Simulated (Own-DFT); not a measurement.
# Computed records: GaP (zincblende, atoms displaced), GaN (wurtzite, strained, atoms displaced), SiC (2H silicon carbide, atoms displaced), GaP (zincblende, strained, atoms displaced)

All values are calculated (Own-DFT development build). A calculation, not a measurement: plane-wave PBE density functional theory by an unreviewed code, no spin, of a simulated periodic cell, stress positive in tension, free energy of the whole cell less one offset for each atom, forces on such cells passed a denser k mesh, this cell's mesh not checked; offsets are fitted by least squares, one for each functional and potential file, so energies compare only between cells with the same atoms and settings and are not formation energies; the far tail of each file's local potential was reset to the Coulomb form; each entry is a single point on an unrelaxed cell, so the pressure reflects the starting lattice, mostly measured values (interpolated for alloys), from which strain is counted, and rises with the displacements; printed positions are rounded, which can move forces by about a meV/angstrom; the program, named Own-DFT, is a retired in-house code; no spin-orbit coupling.

Settings shared by all entries: functional PBE.

(1) GaP (zincblende, atoms displaced)

```xyz
64
Lattice="10.9010 0.0000 0.0000 0.0000 10.9010 0.0000 0.0000 0.0000 10.9010" Properties=species:S:1:pos:R:3 GaP
Ga    10.8814    10.7786     0.1631
Ga     0.0814     2.7721     2.6760
Ga     2.6487     0.0359     2.7384
Ga     2.6975     2.6954    10.8455
P      1.3873     1.4551     1.4145
P      1.4282     4.0043     4.0709
P      4.1120     1.2253     3.8797
P      3.9796     3.9694     1.5278
Ga     0.0345    10.8848     5.3834
Ga    10.8763     2.8131     8.1248
Ga     2.8797     0.0226     8.2458
Ga     2.5147     2.6244     5.6095
P      1.4011     1.4027     7.0240
P      1.2555     4.1499     9.5369
P      4.0846     1.3306     9.5228
P      3.9529     4.2607     6.7439
Ga     0.1141     5.4907     0.0628
Ga    10.8469     8.3158     2.8344
Ga     2.7443     5.6053     2.8428
Ga     2.6909     8.0207     0.0442
P      1.2719     6.8975     1.2968
P      1.2358     9.3769     4.0486
P      4.1112     6.7318     4.2858
P      4.1042     9.6984     1.3016
Ga     0.2111     5.4571     5.5080
Ga     0.0338     8.1093     8.4015
Ga     2.8111     5.3917     8.1394
Ga     2.8109     8.0769     5.5198
P      1.2216     6.8743     7.0755
P      1.3665     9.5763     9.6783
P      3.9835     6.8049     9.4971
P      4.2203     9.4725     6.7519
Ga     5.2844    10.8787    10.8070
Ga     5.3871     2.6706     2.6775
Ga     8.1104     0.1119     2.7114
Ga     8.0418     2.7509    10.8525
P      6.8945     1.3715     1.4694
P      6.8783     4.0134     4.2005
P      9.5892     1.3267     4.0705
P      9.6362     4.0611     1.5720
Ga     5.3520    10.8670     5.3198
Ga     5.4922     2.8909     8.3083
Ga     7.9992     0.0499     8.0031
Ga     8.0591     2.7703     5.4200
P      6.8188     1.2872     6.7314
P      6.8839     4.1155     9.4562
P      9.4840     1.3876     9.6449
P      9.7080     3.9836     6.8129
Ga     5.4400     5.6506     0.0043
Ga     5.4641     8.1934     2.7762
Ga     8.2595     5.4639     2.9507
Ga     8.0728     8.1845    10.8725
P      6.8755     7.0070     1.2569
P      6.8457     9.5214     4.0811
P      9.4589     6.8642     4.1031
P      9.5672     9.6369     1.4645
Ga     5.3229     5.4020     5.3542
Ga     5.2705     8.2229     8.1513
Ga     8.0737     5.4317     8.1976
Ga     8.1381     8.0588     5.4910
P      6.7270     6.8156     6.8440
P      6.7933     9.3662     9.3504
P      9.4793     6.8394     9.6394
P      9.6175     9.5999     6.7282
```

It was run with potential files PseudoDojo norm-conserving, scalar-relativistic, standard set, wave cutoff 42 hartree, occupations Fermi-Dirac, smearing width 0.1 eV, hardware one NVIDIA H100 and k mesh 3 x 3 x 3 centred on Gamma.

The calculation gives: free energy of cell above offsets -25.326 eV; pressure 5.19 GPa; stress xx -5 GPa; stress yy -5.17 GPa; stress zz -5.39 GPa; stress yz 1.13 GPa; stress xz -0.78 GPa; stress xy 0.28 GPa; wall time 592.4 s.

Force:
```tsv
element	x (eV/Å)	y (eV/Å)	z (eV/Å)
Ga	0.591	2.21	-1.051
Ga	-0.28	-1.083	1.455
Ga	-0.774	-1.298	-0.735
Ga	-0.347	0.552	0.167
P	-0.191	-1.199	-0.937
P	0.112	1.083	0.563
P	-0.641	1.203	2.607
P	0.263	2.058	-1.692
Ga	0.231	0.397	0.628
Ga	0.297	-1.808	2.611
Ga	-1.367	-1.564	-1.043
Ga	2.068	0.89	-1.611
P	-0.765	-2.034	-0.373
P	1.617	-0.605	-0.2
P	0.717	2.248	0.134
P	1.42	-3.14	-0.414
Ga	-2.09	-0.823	-0.047
Ga	-2.13	-2.53	-2.345
Ga	-0.769	-1.006	-0.941
Ga	0.816	2.185	-0.313
P	0.491	-0.059	2.828
P	3.976	2.33	2.374
P	-0.727	2.286	-3.124
P	-1.418	-2.616	1.423
Ga	-1.215	-0.076	-0.28
Ga	-1.499	2.23	0.018
Ga	-2.431	1.135	1.47
Ga	-1.966	0.704	0.826
P	2.48	-1.103	-2.181
P	0.784	-0.332	-0.721
P	0.567	0.07	0.154
P	-2.235	1.692	-0.527
Ga	3.002	-0.067	-0.052
Ga	1.382	0.149	0.556
Ga	1.485	-1.514	1.373
Ga	1.499	-0.207	1.27
P	-2.205	0.924	-2.461
P	-2.682	1.828	-2.246
P	-0.268	1.108	0.017
P	-1.796	1.562	-2.317
Ga	1.166	0.131	0.113
Ga	-1.327	-1.529	-2.214
Ga	2.585	-1.56	1.878
Ga	2.983	-2.047	1.784
P	-2.45	2.152	-0.867
P	-1.091	0.725	2.371
P	0.246	-0.646	-1.036
P	-2.873	2.284	-1.788
Ga	-0.016	-1.386	0.311
Ga	-0.363	0.404	-0.572
Ga	-0.841	-0.878	-1.948
Ga	2.119	1.993	-0.841
P	-1.588	-2.641	2.908
P	0.118	0.004	0.26
P	2.151	0.046	1.017
P	-2.03	-1.299	-0.058
Ga	3.074	-1.397	1.891
Ga	1.289	-1.856	0.781
Ga	2.169	0.98	-1.383
Ga	0.163	1.47	0.499
P	-0.46	-0.659	-0.224
P	-0.173	2.047	0.992
P	0.019	-1.017	-0.102
P	-0.873	-1.099	1.366
```

(2) GaN (wurtzite, strained, atoms displaced)

```xyz
96
Lattice="12.7560 0.0000 0.0000 -4.7835 8.2853 0.0000 0.0000 0.0000 10.3182" Properties=species:S:1:pos:R:3 GaN
Ga    -0.0496     1.8535     0.0496
Ga     1.4817     0.9396     2.5796
N      0.0764     1.8316     1.9752
N      1.6479     0.9115     4.5656
Ga     0.0071     1.7956     5.2120
Ga     1.5853     0.8886     7.7358
N      0.0400     1.7371     7.1297
N      1.5980     0.9164     9.6923
Ga    -1.5488     4.5403    10.2516
Ga    -0.1251     3.6522     2.6056
N     -1.5251     4.5729     1.9527
N     -0.0329     3.7053     4.4635
Ga    -1.5904     4.5903     5.1445
Ga    -0.0353     3.6633     7.7642
N     -1.5405     4.5434     6.9831
N     -0.0422     3.6802     9.6628
Ga    -3.1303     7.4025    10.3167
Ga    -1.6247     6.4407     2.5891
N     -3.2067     7.4371     1.9542
N     -1.5799     6.4389     4.5012
Ga    -3.2866     7.4305     5.2086
Ga    -1.5398     6.4908     7.6960
N     -3.1985     7.3392     7.1584
N     -1.6202     6.4188     9.6416
Ga     3.1205     1.7806    10.2511
Ga     4.7177     0.8908     2.6725
N      3.2323     1.8157     1.9262
N      4.8053     0.9707     4.5065
Ga     3.1167     1.8028     5.1810
Ga     4.7758     0.9338     7.6697
N      3.2117     1.7941     7.0769
N      4.7258     0.9500     9.6271
Ga     1.5669     4.6666    10.2720
Ga     3.2200     3.6895     2.6008
N      1.4797     4.5305     1.9536
N      3.1611     3.6882     4.5368
Ga     1.5951     4.5828     5.1238
Ga     3.1547     3.7435     7.8407
N      1.6355     4.5925     7.0281
N      3.1787     3.7156     9.5715
Ga     0.0235     7.3756     0.0107
Ga     1.5380     6.3647     2.5815
N      0.0801     7.3764     1.9589
N      1.6054     6.4119     4.4765
Ga     0.0090     7.3072     5.2141
Ga     1.5443     6.4158     7.8152
N      0.0362     7.3601     7.0926
N      1.6992     6.4003     9.6826
Ga     6.3886     2.0008     0.0226
Ga     7.9151     0.9482     2.6699
N      6.2858     1.8147     1.9963
N      7.9660     0.9391     4.5999
Ga     6.3646     1.8561     5.2017
Ga     7.9510     0.8555     7.6617
N      6.4335     1.8707     7.0931
N      7.9720     0.9933     9.7300
Ga     4.7012     4.5902    10.2567
Ga     6.4127     3.6502     2.5709
N      4.7586     4.6375     1.8519
N      6.3497     3.6759     4.5001
Ga     4.7173     4.6640     5.1338
Ga     6.3958     3.7387     7.6733
N      4.8175     4.6164     7.0724
N      6.3737     3.6637     9.6351
Ga     3.2176     7.3525    10.2427
Ga     4.8420     6.4546     2.5405
N      3.1913     7.3131     1.9250
N      4.8136     6.3828     4.5345
Ga     3.2159     7.3970     5.1733
Ga     4.7174     6.4637     7.6916
N      3.2331     7.3990     6.9910
N      4.7462     6.3739     9.5938
Ga     9.6132     1.8009    10.2780
Ga    11.1336     0.8595     2.5628
N      9.5882     1.8641     1.9315
N     11.0919     0.9867     4.4252
Ga     9.6185     1.7780     5.1280
Ga    11.1247     0.9167     7.7968
N      9.5740     1.8032     7.0869
N     11.0737     0.9773     9.6248
Ga     7.9324     4.5522    10.3028
Ga     9.5422     3.6393     2.5625
N      8.0404     4.7041     1.9811
N      9.5193     3.6383     4.5480
Ga     7.9987     4.6129     5.1953
Ga     9.5950     3.7455     7.7150
N      8.0342     4.5989     7.0849
N      9.6092     3.6867     9.6999
Ga     6.3217     7.4291     0.0429
Ga     8.0391     6.4820     2.5096
N      6.4569     7.3685     1.8798
N      7.8636     6.4417     4.5604
Ga     6.3702     7.4006     5.1042
Ga     7.9350     6.4771     7.7965
N      6.3223     7.3286     7.1315
N      8.0015     6.4281     9.6536
```

It was run with potential files PseudoDojo norm-conserving, scalar-relativistic, standard set with the stringent files for Ga, wave cutoff 96 hartree, occupations Gaussian, smearing width 0.01 eV and k mesh 3 x 4 x 3 centred on Gamma.

The calculation gives: free energy of cell above offsets -4.676 eV; pressure 8.01 GPa; stress xx -6.73 GPa; stress yy -6.24 GPa; stress zz -11.05 GPa; stress yz 0.33 GPa; stress xz -0.83 GPa; stress xy 1.53 GPa.

Force:
```tsv
element	x (eV/Å)	y (eV/Å)	z (eV/Å)
Ga	0.681	-0.345	-0.583
Ga	3.629	-0.254	0.874
N	-3.334	0.642	-1.025
N	-2.221	-0.142	-1.092
Ga	-0.354	1.029	-0.898
Ga	1.093	0.014	0.387
N	-1.203	1.236	-0.029
N	-1.763	0.106	-0.447
Ga	-1.471	1.592	1.528
Ga	2.219	-0.507	-0.19
N	-2.652	1.133	-1.167
N	0.479	-1.226	1.725
Ga	-0.591	-0.041	-1.515
Ga	0.979	-0.433	-1.39
N	-0.261	1.029	2.32
N	1.586	-0.645	-0.134
Ga	-0.895	-0.99	-0.164
Ga	0.82	0.09	-0.491
N	1.016	-0.654	-0.37
N	-0.96	0.376	0.861
Ga	0.795	-1.797	-0.281
Ga	-0.966	-1.08	0.187
N	0.184	0.007	-0.642
N	1.208	0.05	0.352
Ga	1.52	1.389	1.244
Ga	0.381	0.017	-1.562
N	-1.418	0.382	-0.07
N	-0.721	-1.124	2.03
Ga	2.259	1.315	-0.154
Ga	0.795	0.416	0.776
N	-0.968	0.88	0.69
N	1.157	-0.438	0.257
Ga	0.176	-2.117	1.674
Ga	-0.807	-0.338	-0.759
N	1.335	0.169	-0.811
N	0.27	-0.615	-0.284
Ga	-0.454	0.271	-0.39
Ga	0.904	-0.872	-5.005
N	-1.086	0.164	1.487
N	-1.019	-0.934	4.175
Ga	-0.148	0.475	-0.057
Ga	1.235	0.136	-0.382
N	-1.707	-0.193	-0.498
N	0.076	0.559	1.17
Ga	0.354	0.695	-1.895
Ga	1.105	-0.071	-2.013
N	0.141	0.079	0.599
N	-1.793	1.338	-0.256
Ga	-0.634	-3.461	0.433
Ga	0.224	-0.905	-1.336
N	1.249	0.547	-0.71
N	0.073	-0.193	-0.754
Ga	-0.064	0.533	-0.818
Ga	0.545	1.684	1.319
N	-0.91	-0.245	0.497
N	-0.444	-1.116	-1.08
Ga	1.124	-0.05	0.315
Ga	-0.581	0.899	0.205
N	0.688	-0.489	0.812
N	0.225	0.494	0.54
Ga	0.873	-2.153	0.489
Ga	0.195	-0.561	0.142
N	-0.974	-0.078	0.308
N	-0.455	1.967	-0.272
Ga	0.388	1.274	1.539
Ga	-0.983	-0.298	0.237
N	0.145	0.701	0.179
N	-0.381	2.373	-1.16
Ga	-0.51	-1.003	-2.294
Ga	0.878	-0.705	-0.21
N	-1.506	-1.118	2.343
N	0.707	1.349	0.864
Ga	-2.306	1.691	0.956
Ga	0.288	1.218	-0.769
N	-0.449	-1.075	-0.12
N	2.341	-1.589	0.975
Ga	-1.743	1.62	1.22
Ga	0.094	-0.524	-2.214
N	0.125	0.671	0.124
N	2.534	-1.323	1.719
Ga	1.025	1.072	0.197
Ga	0.697	1.028	0.527
N	-0.872	-1.943	-1.022
N	0.719	0.397	-0.559
Ga	-0.909	-0.422	-1.024
Ga	0.108	-1.341	0.175
N	-0.662	0.756	0.751
N	-0.755	-0.278	-0.548
Ga	0.524	-1.35	-2.431
Ga	-0.625	-0.149	1.427
N	-0.8	0.017	1.187
N	1.952	0.43	-1.098
Ga	-0.891	-0.071	1.244
Ga	-0.029	-0.593	-1.126
N	0.763	0.978	-0.695
N	-0.607	0.563	1.735
```

(3) SiC (2H silicon carbide, atoms displaced)

```xyz
72
Lattice="9.2481 0.0000 0.0000 -4.6241 8.0091 0.0000 0.0000 0.0000 10.0681" Properties=species:S:1:pos:R:3 SiC
Si     9.1850     0.0435    10.0250
Si    -0.0129     1.7121     2.4431
C      9.1731     0.1076     1.7789
C      0.0698     1.7501     4.3587
Si     0.0402     0.0567     5.0948
Si     0.0250     1.7796     7.4827
C      4.6465     7.9267     6.8899
C      0.0826     1.7661     9.4255
Si     7.6396     2.6321     0.0524
Si    -1.6522     4.3385     2.5047
C     -1.5595     2.7303     1.9062
C     -1.6942     4.4079     4.4136
Si    -1.4976     2.6566     5.0372
Si    -1.5396     4.4489     7.5335
C      7.5874     2.6945     6.9528
C     -1.5808     4.4487     9.4323
Si    -3.0134     5.3929     0.0544
Si    -3.1010     7.0562     2.5947
C      6.0740     5.2992     1.9160
C     -3.0692     7.0697     4.4138
Si     6.0642     5.2741     4.9844
Si    -3.0913     7.1041     7.6442
C      6.1325     5.1826     6.9178
C     -2.9694     7.1314     9.3929
Si    -1.5256     7.9404    10.0050
Si     3.1723     1.7503     2.5317
C     -1.6316     7.9737     2.0179
C      3.0515     1.7936     4.3544
Si    -1.4405     7.9993     5.0417
Si     3.0723     1.7208     7.5189
C      3.0442     0.0667     6.9279
C      3.1493     1.8005     9.4106
Si     1.5761     2.8516     0.0259
Si     1.5837     4.4864     2.4972
C      1.5726     2.6524     1.8818
C      1.4837     4.4668     4.3808
Si     1.6518     2.7478     5.0347
Si     1.5081     4.5376     7.5359
C      1.5273     2.7685     6.9081
C      1.5006     4.4495     9.3087
Si     0.0258     5.3228     0.0501
Si     0.0147     7.0439     2.5546
C      0.0164     5.4926     1.9003
C      0.0048     7.1888     4.3920
Si     0.0374     5.3470     5.0359
Si     0.0903     7.1171     7.5479
C      0.1081     5.2877     6.9895
C      0.0454     7.0787     9.4458
Si     1.5834     7.8609    10.0587
Si     6.1004     1.8318     2.4685
C      6.1295     0.0108     1.8412
C      6.1619     1.7431     4.4710
Si     6.2242     0.0970     5.0825
Si     6.1234     1.7798     7.4982
C      6.1550     0.0810     6.9426
C      6.1712     1.8133     9.4329
Si     4.5709     2.6891     0.0053
Si     4.5982     4.4856     2.5215
C      4.6296     2.7157     1.9762
C      4.7651     4.4132     4.4153
Si     4.6398     2.6089     5.1145
Si     4.3882     4.4596     7.6191
C      4.6260     2.7370     6.8937
C      4.7261     4.5127     9.4991
Si     3.0300     5.3432    10.0179
Si     3.0817     7.0626     2.4569
C      3.0648     5.3940     1.9060
C      3.0904     7.0975     4.4381
Si     2.9950     5.3222     5.0109
Si     3.1076     7.0595     7.4609
C      3.1440     5.3008     6.8167
C      3.0076     7.0901     9.4555
```

Here we set potential files PseudoDojo norm-conserving, scalar-relativistic, standard set, wave cutoff 42 hartree, occupations Fermi-Dirac, smearing width 0.1 eV, hardware one NVIDIA H100 and k mesh 4 x 4 x 3 centred on Gamma.

It finds free energy of cell above offsets -2.424 eV; pressure 6.49 GPa; stress xx -4.23 GPa; stress yy -7.27 GPa; stress zz -7.98 GPa; stress yz -1.14 GPa; stress xz -0.68 GPa; stress xy -0.05 GPa; wall time 355.7 s.

Force:
```tsv
element	x (eV/Å)	y (eV/Å)	z (eV/Å)
Si	1.595	-0.596	-0.447
Si	0.498	2.98	1.466
C	0.467	-4.164	1.18
C	-0.439	1.189	0.737
Si	0.307	-2.04	-2.44
Si	-1.182	0.428	1.098
C	-0.09	1.501	1.893
C	-1.129	1.389	-0.219
Si	1.568	0.834	-1.981
Si	1.274	4.209	1.607
C	0.14	-3.249	-0.67
C	3.424	0.157	-0.521
Si	-0.769	-0.026	0.044
Si	-0.71	-0.198	0.606
C	3.33	-0.887	-1.097
C	1.596	-0.207	1.128
Si	-0.545	-0.315	-0.938
Si	-0.728	1.201	-1.055
C	1.739	1.113	-0.749
C	-0.172	0.726	1.233
Si	3.62	2.973	3.392
Si	0.679	-1.701	-3.878
C	-0.725	2.8	0.415
C	-2.985	-0.559	2.263
Si	1.31	2.448	2.34
Si	-2.081	-0.051	-0.572
C	2.082	-0.141	-2.412
C	1.772	-0.215	1.796
Si	-3.228	0.563	-0.257
Si	0.339	3.221	0.724
C	1.033	-3.114	-0.343
C	-1.734	-0.319	0.381
Si	-0.03	-4.867	-0.801
Si	-1.664	-0.748	0.169
C	-0.004	1.341	0.235
C	1.142	-0.069	-0.351
Si	-2.167	-1.534	-0.415
Si	3.189	-2.881	-0.765
C	0.64	-1.313	-0.106
C	0.986	1.631	3
Si	-1.493	0.277	-1.179
Si	-0.772	5.089	0.194
C	-0.263	-6.322	-0.848
C	1.989	-1.706	1.292
Si	-2.386	0.429	0.05
Si	-1.933	0.141	0.29
C	-4.288	2.96	-2.657
C	-0.548	-0.223	-0.608
Si	-2.664	4.246	0.594
Si	1.699	-1.837	1.473
C	0.318	-0.287	1.139
C	0.549	1.628	-1.755
Si	-0.553	-2.842	-1.158
Si	-0.132	1.871	2.319
C	0.989	-2.326	-0.493
C	-1.057	-1.669	0.159
Si	2.258	0.049	0.198
Si	-0.551	-0.89	1.047
C	-0.997	0.036	-2.126
C	-6.798	-2.12	-1.891
Si	-0.179	1.338	-2.398
Si	6.758	-1.857	0.268
C	-1.589	-1.537	1.917
C	-3.278	-0.439	-0.503
Si	1.569	-0.53	0.921
Si	-0.514	3.745	1.572
C	0.314	-2.141	-1.353
C	0.147	0.742	-0.512
Si	2.634	0.202	-1.351
Si	-0.677	1.349	0.963
C	-4.114	1.928	1.152
C	3.215	-0.817	-2.408
```

(4) GaP (zincblende, strained, atoms displaced)

```xyz
64
Lattice="10.8620 0.0000 0.0000 0.0000 10.8620 0.0000 0.0000 0.0000 10.9361" Properties=species:S:1:pos:R:3 GaP
Ga    10.8046    10.8589     0.1077
Ga    10.7954     2.7351     2.6928
Ga     2.6655     0.0097     2.7496
Ga     2.7717     2.7726    10.8004
P      1.3629     1.4440     1.3269
P      1.3611     4.0554     4.1035
P      4.1533     1.4020     4.0850
P      4.0225     4.0783     1.3533
Ga    10.8384    10.8226     5.4186
Ga     0.0194     2.8013     8.2408
Ga     2.7049     0.0511     8.2838
Ga     2.7724     2.7170     5.4946
P      1.4316     1.3806     6.8311
P      1.3114     4.0791     9.5673
P      4.1169     1.3694     9.5583
P      4.0030     3.9816     6.7721
Ga    10.8597     5.4446     0.0268
Ga    10.8026     8.0893     2.7903
Ga     2.6580     5.4248     2.7413
Ga     2.6930     8.2230    10.8910
P      1.3669     6.7868     1.2895
P      1.3557     9.5092     4.0927
P      4.0999     6.8339     4.1009
P      3.9490     9.6065     1.4276
Ga     0.0062     5.3476     5.5321
Ga     0.0684     8.0910     8.2555
Ga     2.6666     5.4309     8.1467
Ga     2.7068     8.1674     5.4856
P      1.3807     6.7628     6.7679
P      1.2953     9.5316     9.4330
P      3.9973     6.8347     9.6409
P      4.1676     9.4441     6.8166
Ga     5.3670    10.8438    10.9328
Ga     5.4871     2.7789     2.6985
Ga     8.1722     0.0087     2.7758
Ga     8.1269     2.7305    10.9357
P      6.8035     1.4024     1.3765
P      6.7887     4.0707     4.0305
P      9.5698     1.3777     3.9734
P      9.5494     4.0887     1.4107
Ga     5.4127    10.8048     5.4415
Ga     5.3930     2.6793     8.1608
Ga     8.1743    10.8328     8.1899
Ga     8.2318     2.7412     5.4645
P      6.8474     1.4126     6.8761
P      6.8365     4.0741     9.6443
P      9.5078     1.3190     9.5878
P      9.4285     4.0785     6.8317
Ga     5.4914     5.4590     0.0619
Ga     5.4091     8.1004     2.7095
Ga     8.1596     5.3832     2.7060
Ga     8.1483     8.1995     0.0367
P      6.8016     6.8489     1.2839
P      6.8196     9.4400     4.1177
P      9.5195     6.8077     4.1323
P      9.4197     9.5227     1.4474
Ga     5.4090     5.4455     5.3990
Ga     5.4462     8.0934     8.2239
Ga     8.0761     5.4262     8.2504
Ga     8.0939     8.1672     5.5030
P      6.8345     6.8020     6.8238
P      6.8116     9.5544     9.5430
P      9.4646     6.7918     9.4881
P      9.5637     9.5167     6.8835
```

Settings of this run: potential files PseudoDojo norm-conserving, scalar-relativistic, standard set, wave cutoff 42 hartree, occupations Fermi-Dirac, smearing width 0.1 eV, hardware one NVIDIA H100 and k mesh 3 x 3 x 3 centred on Gamma.

Results for GaP (zincblende, strained, atoms displaced): free energy of cell above offsets -33.679 eV; pressure 3.47 GPa; stress xx -3.59 GPa; stress yy -3.74 GPa; stress zz -3.09 GPa; stress yz 0.2 GPa; stress xz 0.3 GPa; stress xy -0.64 GPa; wall time 524.9 s.

Force:
```tsv
element	x (eV/Å)	y (eV/Å)	z (eV/Å)
Ga	0.39	0.009	-0.594
Ga	1.541	0.182	0.02
Ga	-0.246	1.376	0.5
Ga	-0.386	-0.272	0.764
P	0.236	-0.348	-0.001
P	-0.226	-0.325	0.13
P	-0.525	-0.39	-0.101
P	0.526	0.238	0.067
Ga	0.356	0.697	0.47
Ga	-0.591	-1.255	-0.716
Ga	0.557	-0.362	-1.231
Ga	-0.921	-0.987	-1.391
P	-0.992	-0.142	-0.03
P	0.521	0.793	0.063
P	-0.214	-0.133	0.077
P	1.478	1.91	1.175
Ga	-0.4	0.114	-0.515
Ga	0.72	0.425	-0.805
Ga	0.366	0.351	-0.067
Ga	-0.514	0.486	0.266
P	-0.177	0.622	0.801
P	-0.121	-0.415	-0.024
P	-0.901	-0.474	-0.248
P	1.212	-1.26	-0.801
Ga	-0.197	0.454	-0.694
Ga	-0.572	-0.347	-1.207
Ga	0.504	-0.096	0.48
Ga	0.352	0.178	-0.235
P	-0.376	0.244	0.431
P	0.357	0.371	2.076
P	0.915	-0.926	-0.844
P	-1.104	0.555	0.702
Ga	0.676	0.165	0.466
Ga	-0.736	-0.468	-0.299
Ga	-1.036	0.234	0.015
Ga	0.932	-0.471	0.301
P	-0.212	-0.765	-0.151
P	0.394	0.296	0.97
P	-0.62	-0.352	1.694
P	-0.738	0.158	-1.083
Ga	0.677	0.691	0.117
Ga	0.634	0.666	0.174
Ga	0.084	0.604	0.022
Ga	-0.743	-0.655	-0.778
P	-0.18	-0.73	-0.871
P	-1.284	0.047	-0.796
P	0.061	0.582	-0.027
P	0.732	0.278	0.824
Ga	-0.995	-0.255	-0.564
Ga	0.151	0.804	-0.309
Ga	-0.034	1.074	0.178
Ga	0.2	0.121	-0.983
P	0.2	-0.396	1.189
P	-0.503	0.705	-0.608
P	-0.661	-0.931	0.531
P	1.027	-0.583	-0.322
Ga	0.314	-0.34	0.62
Ga	0.042	0.062	0.249
Ga	0.187	-0.046	-0.556
Ga	1.274	0.052	0.093
P	-0.917	-0.774	0.242
P	-0.523	-0.549	0.417
P	0.35	0.06	1.233
P	-0.321	-0.556	-0.507
```
